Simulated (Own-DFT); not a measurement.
Simulation results for Hf₃₆O₇₁ (tetragonal hafnia with one neutral oxygen vacancy, atoms displaced)

Computed with Own-DFT development build. A calculation, not a measurement: plane-wave PBE and HSE06 DFT by an unreviewed code, no spin, of a simulated cell at Gamma alone, so results move with cell size and shape, stress positive in tension, energies less offsets, not probed for a lower state with spin; hafnium file: forces about 75 meV/angstrom off all-electron values; oxygen file: force components 24 meV/angstrom off all-electron in a glass; k mesh not checked against a denser one; forces and stress are PBE's, HSE06 gives the energy alone, and its difference from PBE has offsets of its own; offsets are fitted by least squares, one for each functional and potential file, so energies compare only between cells with the same atoms and settings and are not formation energies; the far tail of each file's local potential was reset to the Coulomb form; each entry is a single point on an unrelaxed cell, so the pressure reflects the starting lattice, taken from the Materials Project, from which strain is counted, and rises with the displacements; printed positions are rounded, which can move forces by about a meV/angstrom; the program is a retired in-house code; no spin-orbit coupling.

Common to all runs: first functional PBE; second functional HSE06; exact exchange share 0.25; screening 0.11 1/bohr; exchange divergence Gygi-Baldereschi; potential files PseudoDojo norm-conserving, scalar-relativistic, made for PBE, standard set; wave cutoff 48 hartree; occupations fixed; k mesh 1 x 1 x 1 centred on Gamma.

(1) 
```cif
# cell vector a (Å): 10.7800 0.0000 0.0000
# cell vector b (Å): 0.0000 10.7800 0.0000
# cell vector c (Å): 0.0000 0.0000 10.4493
data_Hf36O71
_symmetry_space_group_name_H-M 'P 1'
_symmetry_Int_Tables_number 1
_cell_length_a 10.7800
_cell_length_b 10.7800
_cell_length_c 10.4493
_cell_angle_alpha 90.000
_cell_angle_beta 90.000
_cell_angle_gamma 90.000
_cell_volume 1214.30
loop_
_atom_site_label
_atom_site_type_symbol
_atom_site_fract_x
_atom_site_fract_y
_atom_site_fract_z
_atom_site_occupancy
Hf1 Hf 0.00468 0.00075 0.00853 1
Hf2 Hf 0.16542 0.17548 0.23561 1
O1 O 0.00348 0.15558 0.16262 1
O2 O 0.16524 0.01326 0.34450 1
O3 O 0.00282 0.18135 0.40595 1
O4 O 0.16131 0.00440 0.11353 1
Hf3 Hf 0.00682 0.00643 0.51375 1
Hf4 Hf 0.18012 0.17161 0.73735 1
O5 O 0.99692 0.16645 0.64347 1
O6 O 0.16683 0.00853 0.84530 1
O7 O 0.99429 0.18716 0.90812 1
O8 O 0.17568 0.99536 0.59181 1
Hf5 Hf 0.99393 0.33607 0.00343 1
Hf6 Hf 0.16232 0.51402 0.25131 1
O9 O 0.00604 0.50511 0.14995 1
O10 O 0.17338 0.31827 0.34268 1
O11 O 0.99988 0.49972 0.39391 1
O12 O 0.17745 0.32827 0.09200 1
Hf7 Hf 0.00896 0.33650 0.48968 1
Hf8 Hf 0.17308 0.49473 0.74301 1
O13 O 0.00259 0.49420 0.65289 1
O14 O 0.16915 0.34405 0.84612 1
O15 O 0.00635 0.49802 0.91321 1
O16 O 0.17243 0.33456 0.59912 1
Hf9 Hf 0.99210 0.67159 0.00638 1
Hf10 Hf 0.16754 0.83949 0.24845 1
O17 O 0.00838 0.82049 0.15359 1
O18 O 0.17192 0.66713 0.35323 1
O19 O 0.99936 0.82184 0.39483 1
Hf11 Hf 0.99277 0.67262 0.49408 1
Hf12 Hf 0.17797 0.81417 0.75421 1
O20 O 0.00993 0.83667 0.65435 1
O21 O 0.16809 0.65599 0.85014 1
O22 O 0.01069 0.83600 0.90718 1
O23 O 0.15958 0.67223 0.59668 1
Hf13 Hf 0.33699 0.98590 0.99955 1
Hf14 Hf 0.49882 0.17535 0.25705 1
O24 O 0.34645 0.17082 0.15498 1
O25 O 0.50224 0.99717 0.34595 1
O26 O 0.33792 0.18026 0.40076 1
O27 O 0.51046 0.99856 0.09069 1
Hf15 Hf 0.32519 0.99211 0.50565 1
Hf16 Hf 0.49724 0.16950 0.75658 1
O28 O 0.34058 0.16911 0.65758 1
O29 O 0.50582 0.00368 0.85438 1
O30 O 0.34166 0.16759 0.90811 1
O31 O 0.50023 0.00495 0.61079 1
Hf17 Hf 0.34273 0.34017 0.01078 1
Hf18 Hf 0.50205 0.49609 0.25522 1
O32 O 0.34739 0.49863 0.15015 1
O33 O 0.49217 0.33348 0.34666 1
O34 O 0.34253 0.51059 0.39413 1
O35 O 0.49911 0.33333 0.09916 1
Hf19 Hf 0.32003 0.32807 0.50276 1
Hf20 Hf 0.49865 0.50182 0.75591 1
O36 O 0.34922 0.49797 0.64578 1
O37 O 0.50091 0.33307 0.85116 1
O38 O 0.33318 0.50086 0.89933 1
O39 O 0.50963 0.33163 0.60127 1
Hf21 Hf 0.34682 0.66320 0.00430 1
Hf22 Hf 0.49388 0.83733 0.25233 1
O40 O 0.33079 0.83112 0.13330 1
O41 O 0.49015 0.67151 0.34569 1
O42 O 0.33056 0.83392 0.40087 1
O43 O 0.49343 0.67372 0.10340 1
Hf23 Hf 0.33803 0.66048 0.50663 1
Hf24 Hf 0.49535 0.83602 0.75337 1
O44 O 0.33582 0.82705 0.66512 1
O45 O 0.48756 0.65724 0.84139 1
O46 O 0.32776 0.84381 0.90712 1
O47 O 0.50238 0.64959 0.59867 1
Hf25 Hf 0.66931 0.99268 0.00325 1
Hf26 Hf 0.82917 0.17949 0.25786 1
O48 O 0.67849 0.15768 0.14203 1
O49 O 0.85039 0.99934 0.35688 1
O50 O 0.67135 0.15786 0.40388 1
O51 O 0.82612 0.99923 0.10459 1
Hf27 Hf 0.68857 0.99585 0.48858 1
Hf28 Hf 0.83387 0.17276 0.74240 1
O52 O 0.67157 0.16699 0.65159 1
O53 O 0.83556 0.99788 0.84842 1
O54 O 0.65696 0.17176 0.88206 1
O55 O 0.84570 0.99668 0.60037 1
Hf29 Hf 0.68311 0.34120 0.00899 1
Hf30 Hf 0.83439 0.51391 0.26304 1
O56 O 0.66699 0.50737 0.15761 1
O57 O 0.81878 0.32942 0.36240 1
O58 O 0.67295 0.49820 0.40184 1
O59 O 0.82917 0.32859 0.08872 1
Hf31 Hf 0.67358 0.34031 0.50714 1
Hf32 Hf 0.84365 0.49151 0.74573 1
O60 O 0.66054 0.50724 0.65143 1
O61 O 0.83844 0.33314 0.85045 1
O62 O 0.66738 0.50941 0.89607 1
O63 O 0.84194 0.34003 0.58702 1
Hf33 Hf 0.66850 0.67102 0.00374 1
Hf34 Hf 0.82083 0.82452 0.25634 1
O64 O 0.67606 0.83545 0.15320 1
O65 O 0.84284 0.66786 0.33400 1
O66 O 0.67160 0.84276 0.39074 1
O67 O 0.84845 0.66517 0.10098 1
Hf35 Hf 0.68522 0.66349 0.48428 1
Hf36 Hf 0.82403 0.82874 0.74629 1
O68 O 0.66947 0.82981 0.66172 1
O69 O 0.83123 0.67481 0.84679 1
O70 O 0.65745 0.83657 0.89279 1
O71 O 0.82596 0.66036 0.60658 1
_calc_PBE_energy_of_cell_above_offsets '-84.999'  # eV
_calc_HSE06_less_PBE_above_offsets '0.720'  # eV
_calc_PBE_pressure 6.27  # GPa
_calc_PBE_stress_xx -7.92  # GPa
_calc_PBE_stress_yy -5.34  # GPa
_calc_PBE_stress_zz -5.55  # GPa
_calc_PBE_stress_yz -2.07  # GPa
_calc_PBE_stress_xz -1.66  # GPa
_calc_PBE_stress_xy 0.26  # GPa
```

Force:
```csv
element,x (eV/Å),y (eV/Å),z (eV/Å)
Hf,-1.3,0.543,-1.561
Hf,2.539,-1.986,0.103
O,-3.028,1.205,-1.037
O,0.176,-1.449,1.288
O,-0.684,-2.046,-0.535
O,1.537,-1.007,-1.816
Hf,-0.472,-0.178,-2.226
Hf,-1.91,-0.328,4.394
O,2.027,-0.084,0.311
O,-0.073,-0.097,-0.331
O,0.383,-3.568,-0.46
O,-1.822,0.735,2.104
Hf,3.288,0.821,-0.512
Hf,2.335,-0.848,-0.897
O,-1.483,-0.336,1.233
O,-0.438,4.856,2.084
O,-0.485,0.71,0.022
O,-2.342,-0.008,0.878
Hf,-0.428,-0.209,1.443
Hf,0.652,0.705,1.737
O,0.604,0.302,-0.502
O,0.146,-1.997,-1.202
O,-1.393,1.02,-1.222
O,-2.481,-0.008,0.644
Hf,5.126,0.082,-2.871
Hf,0.005,0.392,0.4
O,-0.914,0.275,0.048
O,-0.722,0.347,-0.666
O,0.047,1.499,0.772
Hf,2.99,0.169,2.268
Hf,-3.674,1.494,1.369
O,-1.188,-0.333,-0.541
O,0.408,0.629,-0.185
O,0.102,-0.337,0.581
O,0.944,-0.696,-0.109
Hf,0.216,6.313,1.471
Hf,0.324,-1.811,-1.113
O,-1.208,-0.561,0.072
O,-0.275,0.413,0.029
O,0.484,-3.3,0.866
O,-1.993,-1.093,1.574
Hf,4.864,1.657,-2.489
Hf,2.809,0.001,0.946
O,-1.842,0.405,-2.186
O,-1.176,-1.73,-0.445
O,-0.673,-0.074,-0.354
O,-0.427,-1.378,-1.478
Hf,-0.562,-1.262,-3
Hf,-1.676,0.28,0.039
O,-1.755,0.738,-0.105
O,1.533,1.305,0.733
O,-1.069,-1.937,0.918
O,3.734,0.337,1.479
Hf,5.563,1.518,-1.946
Hf,1.3,-3.062,-1.038
O,-3.79,-0.036,-0.342
O,-0.521,1.514,0.047
O,0.248,-0.019,0.556
O,-1.148,-0.364,-0.901
Hf,-3.289,-0.892,-1.323
Hf,-0.504,0.341,-0.798
O,-0.075,0.268,2.458
O,1.72,0.186,0.184
O,0.01,0.052,0.158
O,3.744,0.252,-0.142
Hf,0.493,-0.098,-0.735
Hf,2.673,1.551,0.247
O,0.032,-0.102,-2.298
O,0.039,4.051,2.266
O,0.238,-5.004,-3.143
O,0.967,2.152,-1.518
Hf,0.636,2.934,-2.17
Hf,0.342,-3.508,-0.905
O,-1.197,1.855,1.383
O,-0.742,0.029,-0.38
O,0.019,1.287,-0.776
O,2.706,-1.033,-0.087
Hf,-1.603,2.586,2.869
Hf,-1.255,-1.93,2.122
O,0.927,0.215,-1.18
O,0.041,0.321,-0.356
O,1.917,0.18,2.862
O,-1.732,-0.352,0.05
Hf,-7.209,-1.588,-4.936
Hf,0.646,-6.02,-3.878
O,1.316,0.23,-0.461
O,0.974,2.235,-2.115
O,0.375,1.739,-0.92
O,4.118,0.174,4.572
Hf,-2.172,-2.185,1.646
Hf,-1.896,1.137,1.038
O,2.836,-1.18,-0.534
O,-0.881,1.2,-0.617
O,0.558,-0.18,2.003
O,-0.107,0.372,2.062
Hf,0.099,-0.416,-1.445
Hf,3.861,6.59,-2.451
O,-2.601,-1.53,-1.268
O,-1.008,0.416,4.806
O,0.557,-3.385,0.157
O,-5.774,-0.25,1.855
Hf,-4.705,0.149,3.972
Hf,3.027,2.395,1.639
O,-2.059,0.086,-2.841
O,0.473,-1.73,1.118
O,0.246,-2.2,1.714
O,1.783,0.48,-2.244
```

(2) 
```cif
# cell vector a (Å): 10.7800 0.0000 0.0000
# cell vector b (Å): 0.0000 10.7800 0.0000
# cell vector c (Å): 0.0000 0.0000 10.4493
data_Hf36O71
_symmetry_space_group_name_H-M 'P 1'
_symmetry_Int_Tables_number 1
_cell_length_a 10.7800
_cell_length_b 10.7800
_cell_length_c 10.4493
_cell_angle_alpha 90.000
_cell_angle_beta 90.000
_cell_angle_gamma 90.000
_cell_volume 1214.30
loop_
_atom_site_label
_atom_site_type_symbol
_atom_site_fract_x
_atom_site_fract_y
_atom_site_fract_z
_atom_site_occupancy
Hf1 Hf 0.99799 0.00278 0.00660 1
Hf2 Hf 0.16650 0.16786 0.25181 1
O1 O 0.99413 0.16408 0.15129 1
O2 O 0.00232 0.16214 0.40197 1
O3 O 0.16880 0.00239 0.10088 1
Hf3 Hf 0.00227 0.99786 0.49224 1
Hf4 Hf 0.17331 0.16044 0.75224 1
O4 O 0.99340 0.17334 0.65181 1
O5 O 0.16327 0.99922 0.84743 1
O6 O 0.00277 0.16683 0.90285 1
O7 O 0.16917 0.99808 0.59822 1
Hf5 Hf 0.99510 0.32901 0.00512 1
Hf6 Hf 0.16910 0.49530 0.24741 1
O8 O 0.99874 0.49774 0.15301 1
O9 O 0.16724 0.32845 0.35385 1
O10 O 0.99601 0.49456 0.40407 1
O11 O 0.16907 0.33367 0.09483 1
Hf7 Hf 0.99833 0.33350 0.50006 1
Hf8 Hf 0.16558 0.50025 0.75260 1
O12 O 0.99864 0.50343 0.64572 1
O13 O 0.16902 0.32935 0.84483 1
O14 O 0.99914 0.50033 0.90511 1
O15 O 0.16662 0.32950 0.59625 1
Hf9 Hf 0.99424 0.66311 0.00515 1
Hf10 Hf 0.16628 0.83375 0.25050 1
O16 O 0.99829 0.83367 0.15235 1
O17 O 0.16448 0.66314 0.34843 1
O18 O 0.99659 0.83215 0.40251 1
O19 O 0.15829 0.66641 0.09778 1
Hf11 Hf 0.99804 0.66426 0.49995 1
Hf12 Hf 0.16438 0.83132 0.75276 1
O20 O 0.99739 0.83368 0.65762 1
O21 O 0.16668 0.66413 0.84807 1
O22 O 0.99946 0.83113 0.90209 1
O23 O 0.16641 0.66326 0.59962 1
Hf13 Hf 0.33135 0.99613 0.00240 1
Hf14 Hf 0.49909 0.17010 0.25361 1
O24 O 0.33439 0.16254 0.14999 1
O25 O 0.50212 0.00059 0.35104 1
O26 O 0.33320 0.16077 0.40887 1
O27 O 0.49352 0.99876 0.09693 1
Hf15 Hf 0.33378 0.00609 0.50350 1
Hf16 Hf 0.50569 0.16766 0.75223 1
O28 O 0.33602 0.16160 0.65012 1
O29 O 0.50525 0.00069 0.85271 1
O30 O 0.32973 0.17007 0.90467 1
O31 O 0.50121 0.99745 0.59459 1
Hf17 Hf 0.33638 0.33251 0.00043 1
Hf18 Hf 0.50084 0.50115 0.24633 1
O32 O 0.33631 0.50148 0.14800 1
O33 O 0.49493 0.33453 0.34883 1
O34 O 0.33805 0.49887 0.40232 1
O35 O 0.49994 0.33237 0.09578 1
Hf19 Hf 0.33378 0.33681 0.50111 1
Hf20 Hf 0.50086 0.50194 0.74811 1
O36 O 0.33840 0.50074 0.64754 1
O37 O 0.49981 0.33753 0.84645 1
O38 O 0.33497 0.49535 0.90686 1
O39 O 0.49917 0.33488 0.59576 1
Hf21 Hf 0.33422 0.66877 0.00568 1
Hf22 Hf 0.49779 0.83347 0.24826 1
O40 O 0.33750 0.83037 0.15524 1
O41 O 0.49978 0.66583 0.35184 1
O42 O 0.32879 0.83186 0.40577 1
O43 O 0.50465 0.66587 0.09781 1
Hf23 Hf 0.33211 0.66788 0.49270 1
Hf24 Hf 0.50027 0.83206 0.75401 1
O44 O 0.33172 0.83296 0.64979 1
O45 O 0.49922 0.66795 0.84918 1
O46 O 0.33724 0.83028 0.90224 1
O47 O 0.49664 0.66305 0.59858 1
Hf25 Hf 0.66379 0.00422 0.99878 1
Hf26 Hf 0.83370 0.16567 0.24932 1
O48 O 0.66496 0.16999 0.15037 1
O49 O 0.83427 0.00109 0.34753 1
O50 O 0.67054 0.16766 0.40312 1
O51 O 0.83539 0.99847 0.09893 1
Hf27 Hf 0.66388 0.99863 0.50117 1
Hf28 Hf 0.83071 0.16660 0.75268 1
O52 O 0.66814 0.16826 0.64967 1
O53 O 0.83769 0.00186 0.85340 1
O54 O 0.66591 0.16731 0.90420 1
O55 O 0.83292 0.99755 0.59543 1
Hf29 Hf 0.66772 0.33526 0.00167 1
Hf30 Hf 0.83919 0.50439 0.25280 1
O56 O 0.66794 0.50082 0.15406 1
O57 O 0.83091 0.33347 0.34992 1
O58 O 0.66618 0.49888 0.39895 1
O59 O 0.83315 0.33321 0.09556 1
Hf31 Hf 0.66730 0.33289 0.50004 1
Hf32 Hf 0.83168 0.49908 0.74801 1
O60 O 0.67045 0.50137 0.65082 1
O61 O 0.82959 0.33693 0.85089 1
O62 O 0.66261 0.49676 0.89984 1
O63 O 0.83281 0.32969 0.59502 1
Hf33 Hf 0.66720 0.66128 0.00240 1
Hf34 Hf 0.83455 0.83386 0.25171 1
O64 O 0.66749 0.83250 0.15065 1
O65 O 0.83366 0.67327 0.34860 1
O66 O 0.67009 0.83257 0.39912 1
O67 O 0.82891 0.66202 0.09369 1
Hf35 Hf 0.66706 0.66760 0.50000 1
Hf36 Hf 0.83464 0.83672 0.74916 1
O68 O 0.66483 0.83089 0.65499 1
O69 O 0.83404 0.66286 0.85283 1
O70 O 0.66041 0.83412 0.90534 1
O71 O 0.83206 0.66406 0.59679 1
_calc_PBE_energy_of_cell_above_offsets '-100.643'  # eV
_calc_HSE06_less_PBE_above_offsets '-0.130'  # eV
_calc_PBE_pressure 0.73  # GPa
_calc_PBE_stress_xx -0.79  # GPa
_calc_PBE_stress_yy -0.22  # GPa
_calc_PBE_stress_zz -1.19  # GPa
_calc_PBE_stress_yz 0.5  # GPa
_calc_PBE_stress_xz 0.38  # GPa
_calc_PBE_stress_xy -0.04  # GPa
```

Force:
```csv
element,x (eV/Å),y (eV/Å),z (eV/Å)
Hf,0.115,-0.742,-1.303
Hf,0.128,-0.988,-0.151
O,1.442,0.418,0.097
O,0.393,0.564,-0.617
O,-0.413,-0.479,0.462
Hf,-0.352,0.373,1.459
Hf,-1.175,1.403,-0.633
O,0.87,-0.583,0.569
O,0.498,-0.589,0.506
O,-0.339,0.034,0.488
O,-1.126,0.289,-0.631
Hf,1.159,0.554,-1.592
Hf,0.131,0.211,0.22
O,0.502,-0.033,0.312
O,0.124,0.865,-1.115
O,-0.026,1.237,-0.918
O,-0.677,0.043,0.943
Hf,0.31,-1.18,1.033
Hf,0.345,-0.545,-0.499
O,0.082,-0.417,0.854
O,-0.156,0.61,-0.14
O,0.283,-0.822,-0.104
O,0.159,0.313,-0.028
Hf,0.224,0.591,-1.761
Hf,-0.249,0.041,0.439
O,0.432,-0.027,0.338
O,-0.015,-0.049,-0.524
O,0.819,0.015,-0.22
O,1.692,-0.027,0.384
Hf,0.601,-0.364,0.728
Hf,0.289,-0.412,-0.541
O,0.564,-0.207,-0.785
O,0.345,0.234,0.228
O,0.032,0.227,0.683
O,-0.294,0.234,-0.503
Hf,0.26,1.038,-0.632
Hf,0.098,-0.641,-0.345
O,-0.231,0.48,1.131
O,0.018,-0.157,-0.675
O,-0.457,1.628,-1.569
O,1.056,-0.139,0.338
Hf,0.223,-1.982,0.572
Hf,-0.722,0.254,-0.169
O,0.516,0.04,0.767
O,-0.4,0.493,-0.69
O,0.299,-1.492,-0.419
O,0.166,0.199,0.902
Hf,-0.504,0.044,-0.62
Hf,0.367,0.042,0.94
O,-0.69,0.251,0.759
O,0.117,-0.309,-0.453
O,-0.656,0.081,-0.889
O,0.299,0.144,0.6
Hf,-0.281,-0.06,0.536
Hf,-0.188,0.367,-0.139
O,-1.255,-0.476,0.748
O,0.101,-1.268,-0.157
O,-0.143,1.383,-0.451
O,0.507,-0.309,0.283
Hf,-0.344,-1.119,-0.988
Hf,1.809,0.299,0.845
O,-1.592,-0.323,-0.583
O,-0.153,0.4,-0.853
O,-0.367,1.191,-1.152
O,-1.067,-0.068,0.515
Hf,0.103,-0.413,1.832
Hf,-0.412,-0.104,-0.51
O,0.221,-0.036,0.988
O,-0.103,-0.607,0.054
O,-0.41,0.543,0.423
O,0.807,0.314,-0.287
Hf,-0.065,-1.422,0.596
Hf,-1.09,0.075,0.711
O,0.08,-0.393,0.384
O,0.092,-0.135,-0.172
O,-0.46,-0.235,-0.14
O,-0.973,0.286,0.127
Hf,0.555,-0.07,-0.584
Hf,1.221,0.306,-0.54
O,-0.444,-0.163,0.549
O,-0.494,-0.15,-0.495
O,-0.026,0.457,-0.56
O,-0.099,-0.189,0.336
Hf,-0.264,0.037,-0.344
Hf,-1.274,-0.594,0.526
O,0.223,-0.261,-0.305
O,0.418,-0.085,-0.799
O,0.109,0.391,0.399
O,-0.293,-0.008,0.793
Hf,0.158,0.295,-0.239
Hf,0.647,0.527,0.348
O,-0.687,-0.169,-0.061
O,0.171,-0.807,-0.3
O,0.084,0.527,0.359
O,-0.348,0.527,0.453
Hf,-0.202,0.871,-1.339
Hf,-0.935,1.073,-0.407
O,-0.185,0.169,0.53
O,0.323,-1.538,-0.086
O,-0.215,0.166,0.565
O,0.794,-0.027,1.536
Hf,-0.85,-0.25,0.121
Hf,-0.259,-0.445,0.888
O,0.292,-0.016,-0.263
O,-0.366,0.516,-0.932
O,0.456,-0.097,0.018
O,0.199,0.355,-0.005
```

(3) 
```cif
# cell vector a (Å): 10.7800 0.0000 0.0000
# cell vector b (Å): 0.0000 10.7800 0.0000
# cell vector c (Å): 0.0000 0.0000 10.4493
data_Hf36O71
_symmetry_space_group_name_H-M 'P 1'
_symmetry_Int_Tables_number 1
_cell_length_a 10.7800
_cell_length_b 10.7800
_cell_length_c 10.4493
_cell_angle_alpha 90.000
_cell_angle_beta 90.000
_cell_angle_gamma 90.000
_cell_volume 1214.30
loop_
_atom_site_label
_atom_site_type_symbol
_atom_site_fract_x
_atom_site_fract_y
_atom_site_fract_z
_atom_site_occupancy
Hf1 Hf 0.00179 0.99572 0.00062 1
Hf2 Hf 0.16887 0.16766 0.25227 1
O1 O 0.00082 0.16475 0.15139 1
O2 O 0.16917 0.99834 0.34467 1
O3 O 0.00288 0.17094 0.40476 1
O4 O 0.17123 0.00049 0.09607 1
Hf3 Hf 0.00262 0.99494 0.50341 1
Hf4 Hf 0.16616 0.16279 0.75003 1
O5 O 0.99880 0.16753 0.65435 1
O6 O 0.16399 0.00330 0.84393 1
O7 O 0.99919 0.16779 0.90018 1
O8 O 0.16520 0.99830 0.59760 1
Hf5 Hf 0.00305 0.33825 0.00224 1
Hf6 Hf 0.16855 0.49779 0.24644 1
O9 O 0.00443 0.49213 0.14804 1
O10 O 0.15885 0.33238 0.35136 1
O11 O 0.99368 0.50589 0.40102 1
O12 O 0.16649 0.33464 0.09922 1
Hf7 Hf 0.00607 0.33297 0.49899 1
Hf8 Hf 0.16672 0.49348 0.74611 1
O13 O 0.00099 0.49898 0.65390 1
O14 O 0.15719 0.33096 0.84566 1
O15 O 0.00298 0.50457 0.90263 1
O16 O 0.16531 0.33411 0.60434 1
Hf9 Hf 0.00708 0.66494 0.00045 1
Hf10 Hf 0.16686 0.83459 0.24895 1
O17 O 0.00566 0.83727 0.14740 1
O18 O 0.17058 0.66733 0.34685 1
O19 O 0.99945 0.83461 0.40178 1
O20 O 0.16557 0.66868 0.10512 1
Hf11 Hf 0.99762 0.67109 0.50401 1
Hf12 Hf 0.16949 0.83330 0.74832 1
O21 O 0.00240 0.83292 0.64467 1
O22 O 0.16837 0.66280 0.85230 1
O23 O 0.99972 0.83420 0.90363 1
O24 O 0.16368 0.66591 0.60498 1
Hf13 Hf 0.33274 0.99546 0.00137 1
Hf14 Hf 0.49676 0.16646 0.25178 1
O25 O 0.33140 0.16466 0.15398 1
O26 O 0.49776 0.99576 0.34313 1
O27 O 0.33235 0.16386 0.40166 1
O28 O 0.49949 0.99759 0.09953 1
Hf15 Hf 0.33363 0.99924 0.50004 1
Hf16 Hf 0.49921 0.16336 0.74826 1
O29 O 0.33390 0.16873 0.65561 1
O30 O 0.49590 0.99893 0.85472 1
O31 O 0.33283 0.16514 0.90122 1
O32 O 0.49591 0.99601 0.59754 1
Hf17 Hf 0.32855 0.33722 0.00160 1
Hf18 Hf 0.49918 0.49609 0.24894 1
O33 O 0.32643 0.50230 0.15197 1
O34 O 0.50188 0.33298 0.34874 1
O35 O 0.33953 0.50265 0.40210 1
O36 O 0.49735 0.33267 0.09827 1
Hf19 Hf 0.33083 0.32987 0.49963 1
Hf20 Hf 0.49981 0.49970 0.75154 1
O37 O 0.33760 0.49983 0.65503 1
O38 O 0.49987 0.33324 0.84985 1
O39 O 0.33344 0.50183 0.90779 1
O40 O 0.50094 0.33457 0.59945 1
Hf21 Hf 0.33224 0.67223 0.00055 1
Hf22 Hf 0.50351 0.83503 0.24714 1
O41 O 0.33381 0.83255 0.15241 1
O42 O 0.50316 0.66107 0.34649 1
O43 O 0.33226 0.83390 0.40051 1
O44 O 0.50224 0.66487 0.09780 1
Hf23 Hf 0.33363 0.66597 0.50082 1
Hf24 Hf 0.50124 0.83019 0.74885 1
O45 O 0.32843 0.83597 0.65733 1
O46 O 0.49970 0.66705 0.85038 1
O47 O 0.33110 0.83067 0.90079 1
O48 O 0.50162 0.66280 0.59720 1
Hf25 Hf 0.66144 0.99749 0.00042 1
Hf26 Hf 0.82936 0.16357 0.24792 1
O49 O 0.66819 0.16775 0.14897 1
O50 O 0.83122 0.99775 0.34768 1
O51 O 0.66476 0.16624 0.40131 1
O52 O 0.82871 0.00093 0.09519 1
Hf27 Hf 0.66776 0.00384 0.50207 1
Hf28 Hf 0.83625 0.16829 0.74942 1
O53 O 0.66683 0.17021 0.65741 1
O54 O 0.83347 0.00523 0.84962 1
O55 O 0.66682 0.16990 0.89870 1
O56 O 0.83340 0.00106 0.60288 1
Hf29 Hf 0.66846 0.33529 0.99583 1
Hf30 Hf 0.83134 0.50045 0.25408 1
O57 O 0.66719 0.49615 0.15692 1
O58 O 0.83077 0.34037 0.34647 1
O59 O 0.66942 0.50160 0.40174 1
O60 O 0.83558 0.33054 0.10094 1
Hf31 Hf 0.66929 0.33383 0.50253 1
Hf32 Hf 0.83686 0.49587 0.75039 1
O61 O 0.66307 0.49858 0.65395 1
O62 O 0.82978 0.33230 0.84845 1
O63 O 0.66972 0.49729 0.90374 1
O64 O 0.83599 0.33441 0.59505 1
Hf33 Hf 0.66966 0.66702 0.99989 1
Hf34 Hf 0.83361 0.82905 0.25145 1
O65 O 0.67057 0.83141 0.15073 1
O66 O 0.83106 0.66544 0.34990 1
O67 O 0.66955 0.83403 0.40248 1
O68 O 0.83201 0.66926 0.10209 1
Hf35 Hf 0.66429 0.67186 0.49820 1
Hf36 Hf 0.83241 0.83472 0.74975 1
O69 O 0.66389 0.83096 0.65354 1
O70 O 0.66902 0.83544 0.90340 1
O71 O 0.83525 0.66209 0.60074 1
_calc_PBE_energy_of_cell_above_offsets '-100.638'  # eV
_calc_HSE06_less_PBE_above_offsets '-0.144'  # eV
_calc_PBE_pressure 0.69  # GPa
_calc_PBE_stress_xx -0.8  # GPa
_calc_PBE_stress_yy -0.21  # GPa
_calc_PBE_stress_zz -1.07  # GPa
_calc_PBE_stress_yz 0.3  # GPa
_calc_PBE_stress_xz 0.06  # GPa
_calc_PBE_stress_xy -0.02  # GPa
```

Force:
```csv
element,x (eV/Å),y (eV/Å),z (eV/Å)
Hf,-0.863,1.624,0.147
Hf,-1.342,-0.6,-0.567
O,0.263,-0.192,0.614
O,-0.239,0.566,0.511
O,-0.176,-1.369,0.096
O,-0.582,-0.159,-0.017
Hf,-0.83,1.119,-0.615
Hf,-0.486,0.863,0.586
O,0.695,-0.121,-0.598
O,0.118,-1.439,0.471
O,0.087,-0.179,0.591
O,0.675,0.28,-0.083
Hf,-1.028,-1.171,-0.135
Hf,-1.096,0.941,0.952
O,-0.553,0.674,0.294
O,1.031,0.554,0.064
O,0.598,-0.447,0.519
O,0.34,-0.333,0.314
Hf,-1.267,0.743,-0.279
Hf,0.112,0.995,0.741
O,0.032,-0.145,-0.084
O,0.66,0.355,0.492
O,-0.798,-0.535,-0.42
O,0.915,0.083,-0.809
Hf,-0.661,0.535,0.119
Hf,0.27,-0.713,0.146
O,-1.052,0.054,0.632
O,-0.061,-0.19,0.351
O,-0.019,-0.281,-0.384
O,0.396,-0.005,-0.598
Hf,0.408,-0.926,-0.494
Hf,-1.169,-0.81,0.912
O,-0.616,0.31,0.882
O,-0.074,0.65,-0.2
O,-0.332,-0.855,-0.791
O,0.785,-0.023,-0.725
Hf,0.423,1.043,-0.478
Hf,0.862,0.357,-0.856
O,0.387,0.185,0.134
O,0.135,0.864,0.779
O,0.093,0.546,0.211
O,-0.219,-0.131,0.245
Hf,-0.48,-0.653,-0.402
Hf,0.295,1.002,1.505
O,-0.31,-0.131,-1.018
O,0.364,-0.546,-1.027
O,-0.258,0.302,0.556
O,0.863,0.296,0.076
Hf,1.365,-0.777,-0.615
Hf,0.244,0.339,-0.149
O,1.359,-0.363,-0.055
O,-0.424,-0.487,0.079
O,-0.599,-1.112,0.424
O,-0.241,0.143,0.024
Hf,1.078,0.89,0.615
Hf,0.493,-0.581,0.28
O,-1.008,-0.017,-0.401
O,-0.163,-0.019,-0.466
O,-0.112,-0.271,-0.333
O,-0.674,-0.419,-0.591
Hf,0.094,-1.144,0.413
Hf,-0.272,-1.26,0.012
O,0.316,-0.018,-0.292
O,0.02,1.419,0.091
O,0.337,-0.211,0.829
O,-0.396,0.131,-0.235
Hf,-0.511,-0.1,-0.433
Hf,-0.436,0.186,0.762
O,1.467,-0.227,-0.872
O,0.072,0.25,-0.337
O,-0.193,0.721,-0.044
O,-0.714,0.834,0.165
Hf,1.086,1.608,-0.294
Hf,0.749,0.839,-0.417
O,-1.1,-0.189,0.624
O,0.043,0.25,0.249
O,0.024,-0.224,0.309
O,0.704,-0.14,0.273
Hf,0.418,-0.179,-0.288
Hf,-0.133,-0.214,1.021
O,-0.214,-0.529,-1.161
O,0.047,-1.24,-0.557
O,-0.412,-0.873,0.531
O,-0.231,-0.249,-0.712
Hf,-0.035,-1.143,0.939
Hf,0.437,-0.326,-0.455
O,-0.24,0.13,-0.568
O,-0.054,-1.977,0.335
O,-0.224,-0.076,0.611
O,-0.163,0.186,-0.732
Hf,-0.08,0.883,-0.267
Hf,-0.913,0.856,-0.156
O,0.962,-0.138,0.168
O,0.433,0.557,-0.07
O,0.227,1.361,-0.129
O,-0.045,-0.049,0.256
Hf,-0.087,-0.335,0.15
Hf,0.45,0.417,-0.558
O,-0.708,0.176,0.227
O,0.036,0.984,0.155
O,-0.294,0.616,0.026
O,0.941,-0.215,-0.883
Hf,0.499,-1.579,-0.011
Hf,0.317,-0.008,0.709
O,0.619,0.15,-0.183
O,0.222,-0.769,-0.599
O,-0.683,0.555,0.231
```
